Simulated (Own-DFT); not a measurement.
# Stretching a layer in its plane: wurtzite AlGaN with randomly placed atoms, 96 atoms (Al36Ga12N48)

The numbers are computed, not measured, by runs of the plane-wave DFT program Own-DFT (in-house, retired, unreviewed) at fixed positions, with no spin and no spin-orbit coupling.

Common settings: PBE; PseudoDojo norm-conserving scalar-relativistic files (stringent for Ga); cutoff 96 hartree; 3 x 4 x 3 k mesh centred on Gamma; Gaussian smearing of 0.01 eV.

Caveats: k mesh not checked against a denser one; stress not checked against mesh or cutoff.

Unstrained cell vectors in Å: (12.525, 0.000, 0.000); (-4.697, 8.135, 0.000); (0.000, 0.000, 10.066). The unstrained cell has measured lattice constants (interpolated for alloys), not those of this functional. That, the random moves and any unrelaxed bonds set the pressure at no strain. Each run strains x and y alike by e, as a substrate would, and holds the height along z. Each atom got a random Gaussian move of width 0.05 Å along each axis. The random placing of the alloy's atoms differs from row to row. Stress is positive in tension.

```
e (%),u (Å),(s_xx + s_yy)/2 (GPa),s_zz (GPa)
-3.00,0.053,-25.57,-12.68
-2.25,0.051,-21.58,-9.40
-1.25,0.052,?,?
-1.00,0.050,-11.58,-9.55
-0.50,0.053,-9.97,-7.15
0.50,0.053,-3.99,-5.46
1.25,0.048,0.11,-3.53
2.25,0.049,5.51,-4.27
2.75,0.051,7.01,-2.86
3.00,0.054,8.25,-3.72
```

## What the rows give

With e as a fraction, the in-plane stress is -6.6 + 572 e - 2478 e² GPa (errors 10 and 622, scatter 0.64), and s_zz is -7.0 + 148 e GPa (slope ± 18, scatter 1.13). At e = 0 the first slope is C11 + C12 and the second 2 C13, both with the ions held to the strained lattice and at the cell's own pressure. The term in e² is negative: the layer stiffens under compression and softens under tension. A free layer would change its height as e changes, and the in-plane slope would drop by 2 C13²/C33 to the biaxial modulus. At fixed height, a misfit of 1 % moves the in-plane stress by about 5.7 GPa and s_zz by 1.5 GPa.

## Check

Question: what are the two stresses at e = -1.25 %?

The fitted form gives -14.1 and -8.9 GPa. The calculation gave -14.62 and -7.54 GPa.
